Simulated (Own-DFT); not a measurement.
# Computed records: GaP (zincblende, strained, atoms displaced)

All values are calculated (Own-DFT development build). A calculation, not a measurement: plane-wave PBE density functional theory by an unreviewed code, no spin, of a simulated periodic cell, stress positive in tension, free energy of the whole cell less one offset for each atom, forces on such cells passed a denser k mesh, this cell's mesh not checked; offsets are fitted by least squares, one for each functional and potential file, so energies compare only between cells with the same atoms and settings and are not formation energies; the far tail of each file's local potential was reset to the Coulomb form; each entry is a single point on an unrelaxed cell, so the pressure reflects the starting lattice, mostly measured values (interpolated for alloys), from which strain is counted, and rises with the displacements; printed positions are rounded, which can move forces by about a meV/angstrom; the program, named Own-DFT, is a retired in-house code; no spin-orbit coupling.

Settings shared by all entries: functional PBE; potential files PseudoDojo norm-conserving, scalar-relativistic, standard set; wave cutoff 42 hartree; occupations Fermi-Dirac; smearing width 0.1 eV; hardware one NVIDIA H100; k mesh 3 x 3 x 3 centred on Gamma.

(1) 
```cif
# cell vector a (Å): 10.8620 0.0000 0.0000
# cell vector b (Å): 0.0000 10.8620 0.0000
# cell vector c (Å): 0.0000 0.0000 10.9361
data_GaP
_symmetry_space_group_name_H-M 'P 1'
_symmetry_Int_Tables_number 1
_cell_length_a 10.8620
_cell_length_b 10.8620
_cell_length_c 10.9361
_cell_angle_alpha 90.000
_cell_angle_beta 90.000
_cell_angle_gamma 90.000
_cell_volume 1290.27
loop_
_atom_site_label
_atom_site_type_symbol
_atom_site_fract_x
_atom_site_fract_y
_atom_site_fract_z
_atom_site_occupancy
Ga1 Ga 0.00083 0.00188 0.00710 1
Ga2 Ga 0.01058 0.25491 0.26669 1
Ga3 Ga 0.25605 0.00527 0.24203 1
Ga4 Ga 0.25728 0.24350 0.00166 1
P1 P 0.11732 0.11201 0.12607 1
P2 P 0.13073 0.37860 0.36499 1
P3 P 0.38479 0.13293 0.37444 1
P4 P 0.36676 0.39186 0.12250 1
Ga5 Ga 0.98579 0.99836 0.50275 1
Ga6 Ga 0.99735 0.26063 0.74010 1
Ga7 Ga 0.26514 0.99669 0.75061 1
Ga8 Ga 0.24408 0.24237 0.50838 1
P5 P 0.11464 0.11791 0.61130 1
P6 P 0.11822 0.36539 0.87987 1
P7 P 0.36709 0.12071 0.87583 1
P8 P 0.37372 0.37183 0.64379 1
Ga9 Ga 0.00788 0.50910 0.00971 1
Ga10 Ga 0.00948 0.75221 0.24705 1
Ga11 Ga 0.24346 0.50518 0.25345 1
Ga12 Ga 0.24099 0.75917 0.01287 1
P9 P 0.12012 0.64365 0.11709 1
P10 P 0.13120 0.87526 0.37709 1
P11 P 0.37412 0.61972 0.38510 1
P12 P 0.37994 0.88102 0.13224 1
Ga13 Ga 0.00119 0.51388 0.49831 1
Ga14 Ga 0.98917 0.75970 0.74950 1
Ga15 Ga 0.24893 0.51548 0.74453 1
Ga16 Ga 0.25040 0.74596 0.50444 1
P13 P 0.11795 0.63078 0.62195 1
P14 P 0.13585 0.86288 0.87562 1
P15 P 0.37709 0.62651 0.87574 1
P16 P 0.37015 0.87205 0.63024 1
Ga17 Ga 0.50667 0.99197 0.00025 1
Ga18 Ga 0.49616 0.25072 0.23810 1
Ga19 Ga 0.76403 0.00606 0.25932 1
Ga20 Ga 0.74931 0.25986 0.99683 1
P17 P 0.62454 0.13328 0.12619 1
P18 P 0.62495 0.37500 0.37064 1
P19 P 0.87817 0.12050 0.37626 1
P20 P 0.88085 0.38811 0.12597 1
Ga21 Ga 0.50789 0.99387 0.49601 1
Ga22 Ga 0.48885 0.26247 0.75362 1
Ga23 Ga 0.75372 0.00032 0.75936 1
Ga24 Ga 0.76030 0.24276 0.49926 1
P21 P 0.62174 0.13470 0.60924 1
P22 P 0.62980 0.37872 0.87594 1
P23 P 0.87984 0.12424 0.88260 1
P24 P 0.88078 0.37563 0.60645 1
Ga25 Ga 0.50289 0.49100 0.00618 1
Ga26 Ga 0.48765 0.73751 0.25674 1
Ga27 Ga 0.73991 0.50823 0.24632 1
Ga28 Ga 0.73649 0.75148 0.99977 1
P25 P 0.63224 0.62348 0.13475 1
P26 P 0.63059 0.87855 0.39025 1
P27 P 0.88776 0.63278 0.37763 1
P28 P 0.85990 0.87414 0.12658 1
Ga29 Ga 0.48859 0.50203 0.50211 1
Ga30 Ga 0.50587 0.74939 0.75071 1
Ga31 Ga 0.74995 0.49918 0.74697 1
Ga32 Ga 0.76346 0.75292 0.51504 1
P29 P 0.63933 0.62134 0.62299 1
P30 P 0.62078 0.88062 0.88129 1
P31 P 0.87376 0.61909 0.88210 1
P32 P 0.86212 0.88040 0.62302 1
_calc_free_energy_of_cell_above_offsets '-28.590'  # eV
_calc_pressure 4.61  # GPa
_calc_stress_xx -4.65  # GPa
_calc_stress_yy -4.87  # GPa
_calc_stress_zz -4.31  # GPa
_calc_stress_yz -0.02  # GPa
_calc_stress_xz -0.5  # GPa
_calc_stress_xy -0.25  # GPa
_calc_wall_time 557.3  # s
```

Force:
| element | x (eV/Å) | y (eV/Å) | z (eV/Å) |
| --- | --- | --- | --- |
| Ga | -0.791 | -1.902 | -1.192 |
| Ga | -1.543 | -1.137 | -2.214 |
| Ga | -0.253 | 0.292 | 1.726 |
| Ga | -1.481 | 0.563 | 0.519 |
| P | 1.307 | 2.35 | 0.997 |
| P | 0.323 | 0.388 | 2.831 |
| P | -1.012 | -0.698 | 0.17 |
| P | -0.1 | -1.825 | 0.396 |
| Ga | 1.177 | -0.955 | -0.767 |
| Ga | 0.119 | -1.144 | 0.443 |
| Ga | -2.463 | 0.091 | -0.148 |
| Ga | 1.05 | 0.825 | -0.978 |
| P | 0.651 | 0.129 | 2.219 |
| P | 0.914 | 1.369 | -0.195 |
| P | 2.047 | 0.349 | 0.348 |
| P | -2.115 | 1.934 | -2.943 |
| Ga | -0.334 | -1.058 | -1.233 |
| Ga | -1.315 | 1.262 | 0.845 |
| Ga | 0.277 | 1.168 | -1.001 |
| Ga | 2.894 | 0.143 | -1.003 |
| P | 0.629 | -2.225 | 1.665 |
| P | -0.205 | 0.464 | -0.132 |
| P | -1.319 | 0.479 | -0.726 |
| P | 0.106 | -1.194 | -0.479 |
| Ga | 0.529 | -1.407 | -0.561 |
| Ga | 0.333 | -0.659 | 0.555 |
| Ga | -0.516 | -1.029 | 1.136 |
| Ga | -0.333 | 0.682 | -0.237 |
| P | 0.196 | 0.275 | 0.882 |
| P | -1.569 | 2.065 | -0.923 |
| P | 0.111 | 0.266 | 0.87 |
| P | 1.708 | -0.336 | -1.205 |
| Ga | -1.012 | 1.905 | 1.056 |
| Ga | -0.149 | 1.191 | 0.72 |
| Ga | -2.309 | -0.838 | -1.072 |
| Ga | 0.898 | -0.631 | 0.815 |
| P | 0.766 | -0.974 | -0.551 |
| P | -0.196 | -0.009 | 0.419 |
| P | 0.929 | 1.522 | 0.053 |
| P | -0.456 | -1.066 | 0.873 |
| Ga | -1.621 | 1.036 | 0.941 |
| Ga | 2.423 | -2.36 | 1.388 |
| Ga | -0.884 | 1.169 | -0.348 |
| Ga | -0.979 | 0.88 | -0.862 |
| P | -0.232 | -0.527 | 2.511 |
| P | -0.782 | -0.22 | -0.574 |
| P | -0.202 | 0.764 | -0.948 |
| P | -0.468 | 0.654 | 1.274 |
| Ga | 0.428 | 1.521 | -0.785 |
| Ga | 1.578 | 1.223 | -0.135 |
| Ga | 2.513 | -1.714 | 2.163 |
| Ga | 0.882 | -0.491 | 0.084 |
| P | -2.796 | 1.593 | -1.86 |
| P | 0.85 | -1.748 | -2.015 |
| P | -1.629 | 0.295 | -0.898 |
| P | 1.463 | -0.08 | -0.104 |
| Ga | 1.928 | -1.662 | 0.959 |
| Ga | -0.081 | -0.264 | -0.1 |
| Ga | 1.033 | -0.521 | 0.2 |
| Ga | -1.432 | -1.543 | -2.507 |
| P | -1.813 | 0.452 | -0.1 |
| P | 0.805 | -1.105 | -1.72 |
| P | -0.24 | 0.933 | -0.676 |
| P | 1.761 | 1.088 | 2.133 |

(2) 
```cif
# cell vector a (Å): 10.8620 0.0000 0.0000
# cell vector b (Å): 0.0000 10.8620 0.0000
# cell vector c (Å): 0.0000 0.0000 10.9361
data_GaP
_symmetry_space_group_name_H-M 'P 1'
_symmetry_Int_Tables_number 1
_cell_length_a 10.8620
_cell_length_b 10.8620
_cell_length_c 10.9361
_cell_angle_alpha 90.000
_cell_angle_beta 90.000
_cell_angle_gamma 90.000
_cell_volume 1290.27
loop_
_atom_site_label
_atom_site_type_symbol
_atom_site_fract_x
_atom_site_fract_y
_atom_site_fract_z
_atom_site_occupancy
Ga1 Ga 0.99425 0.99922 0.99226 1
Ga2 Ga 0.98933 0.25408 0.25985 1
Ga3 Ga 0.25635 0.99537 0.25167 1
Ga4 Ga 0.24578 0.24447 0.00084 1
P1 P 0.12559 0.12751 0.11239 1
P2 P 0.13092 0.37246 0.38033 1
P3 P 0.38140 0.12780 0.36557 1
P4 P 0.35754 0.37670 0.13242 1
Ga5 Ga 0.01048 0.99959 0.51069 1
Ga6 Ga 0.00186 0.26085 0.74967 1
Ga7 Ga 0.24920 0.00268 0.74977 1
Ga8 Ga 0.23705 0.25091 0.49803 1
P5 P 0.12608 0.11240 0.62351 1
P6 P 0.11847 0.37383 0.87802 1
P7 P 0.37005 0.11467 0.88148 1
P8 P 0.37295 0.37964 0.62319 1
Ga9 Ga 0.00396 0.50481 0.99076 1
Ga10 Ga 0.99964 0.74534 0.23832 1
Ga11 Ga 0.25340 0.49843 0.25453 1
Ga12 Ga 0.26470 0.75657 0.99774 1
P9 P 0.12376 0.62267 0.11785 1
P10 P 0.11885 0.87863 0.37569 1
P11 P 0.37132 0.62631 0.37905 1
P12 P 0.36972 0.87368 0.13495 1
Ga13 Ga 0.99812 0.50110 0.50459 1
Ga14 Ga 0.99836 0.75166 0.74817 1
Ga15 Ga 0.25336 0.50194 0.75435 1
Ga16 Ga 0.24472 0.75985 0.50587 1
P13 P 0.12743 0.62002 0.61750 1
P14 P 0.11941 0.87202 0.87331 1
P15 P 0.36995 0.62794 0.86875 1
P16 P 0.38572 0.88442 0.63217 1
Ga17 Ga 0.49617 0.00799 0.00395 1
Ga18 Ga 0.48544 0.24276 0.24720 1
Ga19 Ga 0.74183 0.01043 0.25166 1
Ga20 Ga 0.74550 0.24347 0.00503 1
P17 P 0.62082 0.11440 0.12816 1
P18 P 0.63538 0.36328 0.39245 1
P19 P 0.86701 0.12525 0.38449 1
P20 P 0.86451 0.35863 0.12622 1
Ga21 Ga 0.50484 0.99944 0.48969 1
Ga22 Ga 0.49712 0.25524 0.75355 1
Ga23 Ga 0.73346 0.00873 0.74837 1
Ga24 Ga 0.75335 0.25756 0.50560 1
P21 P 0.62087 0.13068 0.62637 1
P22 P 0.61632 0.36942 0.86879 1
P23 P 0.85520 0.11327 0.88487 1
P24 P 0.88339 0.36692 0.62453 1
Ga25 Ga 0.50528 0.50599 0.00232 1
Ga26 Ga 0.49769 0.74576 0.23966 1
Ga27 Ga 0.74367 0.48717 0.24739 1
Ga28 Ga 0.74553 0.75339 0.01138 1
P25 P 0.64287 0.62880 0.11718 1
P26 P 0.62719 0.86020 0.38214 1
P27 P 0.87615 0.63671 0.37080 1
P28 P 0.87831 0.87067 0.13530 1
Ga29 Ga 0.49975 0.50332 0.49943 1
Ga30 Ga 0.49360 0.74727 0.74949 1
Ga31 Ga 0.74668 0.49163 0.74201 1
Ga32 Ga 0.74750 0.75451 0.49169 1
P29 P 0.61502 0.61992 0.62242 1
P30 P 0.62428 0.86672 0.88554 1
P31 P 0.86973 0.62802 0.87516 1
P32 P 0.87717 0.88587 0.61398 1
_calc_free_energy_of_cell_above_offsets '-29.270'  # eV
_calc_pressure 4.55  # GPa
_calc_stress_xx -4.65  # GPa
_calc_stress_yy -4.66  # GPa
_calc_stress_zz -4.35  # GPa
_calc_stress_yz 0.37  # GPa
_calc_stress_xz -1.32  # GPa
_calc_stress_xy 0.21  # GPa
_calc_wall_time 532.8  # s
```

Force:
| element | x (eV/Å) | y (eV/Å) | z (eV/Å) |
| --- | --- | --- | --- |
| Ga | 0.213 | -0.426 | 0.91 |
| Ga | 0.902 | -0.838 | -0.3 |
| Ga | -1.654 | 1.088 | 0.322 |
| Ga | 0.513 | 0.868 | -0.691 |
| P | -1.274 | -1.166 | 2.184 |
| P | -1.907 | 1.088 | -1.145 |
| P | -1.958 | -1.381 | 2.347 |
| P | 2.258 | -0.494 | -1.598 |
| Ga | -1.486 | -0.238 | -2.208 |
| Ga | -0.043 | -2.415 | 0.698 |
| Ga | 0.012 | -1.052 | 0.503 |
| Ga | 1.843 | -1.134 | 1.015 |
| P | 0.636 | 2.748 | 1.242 |
| P | 1.494 | 0.063 | -0.349 |
| P | 0.143 | 1.745 | -0.794 |
| P | -0.334 | -0.774 | 0.141 |
| Ga | -1.411 | -0.271 | 0.743 |
| Ga | 0.93 | -0.107 | 1.109 |
| Ga | -1.277 | 1.149 | 0.557 |
| Ga | -1.691 | -0.294 | -0.046 |
| P | 1.12 | 0.081 | 0.427 |
| P | 0.576 | -0.37 | -0.635 |
| P | 0.293 | 0.382 | -0.472 |
| P | 1.21 | 0.104 | -1.355 |
| Ga | -0.146 | 0.177 | -1.178 |
| Ga | -0.372 | -0.354 | -0.755 |
| Ga | -1.064 | -0.628 | -0.721 |
| Ga | 0.649 | 0.078 | -0.166 |
| P | -0.034 | 0.703 | 1.389 |
| P | 0.921 | 0.257 | 0.083 |
| P | 0.844 | -0.303 | 1.197 |
| P | -0.969 | -0.184 | -0.932 |
| Ga | 0.097 | -1.993 | -0.029 |
| Ga | 2.153 | 1.756 | -0.998 |
| Ga | 1.149 | -1.938 | 1.205 |
| Ga | -1.063 | -0.048 | -0.544 |
| P | -0.696 | 1.914 | -0.272 |
| P | -2.855 | 1.998 | -2.685 |
| P | 0.928 | -0.332 | -0.098 |
| P | 1.14 | 1.881 | -0.284 |
| Ga | 0.045 | 0.204 | 0.559 |
| Ga | -1.368 | -1.229 | -0.845 |
| Ga | 0.784 | -1.56 | 0.225 |
| Ga | 0.839 | -2.046 | 1.203 |
| P | -0.534 | 0.291 | -0.731 |
| P | 1.316 | 0.84 | 1.682 |
| P | 1.296 | 1.119 | -1.337 |
| P | -0.811 | 1.425 | -0.091 |
| Ga | -0.679 | -0.389 | -0.233 |
| Ga | 0.671 | -0.601 | 1.031 |
| Ga | 0.612 | 0.538 | 0.837 |
| Ga | 2.464 | 1.394 | -1.693 |
| P | -2.86 | -2.195 | 2.187 |
| P | -1.841 | 2.271 | -2.642 |
| P | -0.194 | -2.052 | 0.129 |
| P | -0.997 | 1.753 | -1.105 |
| Ga | -0.258 | -0.895 | -0.659 |
| Ga | 1.085 | 0.236 | 0.214 |
| Ga | 0.165 | 0.556 | 0.482 |
| Ga | 1.54 | -1.452 | 2.24 |
| P | 1.531 | 1.004 | 0.442 |
| P | -0.908 | 0.921 | -1.067 |
| P | -0.282 | -0.253 | -0.416 |
| P | -1.405 | -1.218 | 1.768 |
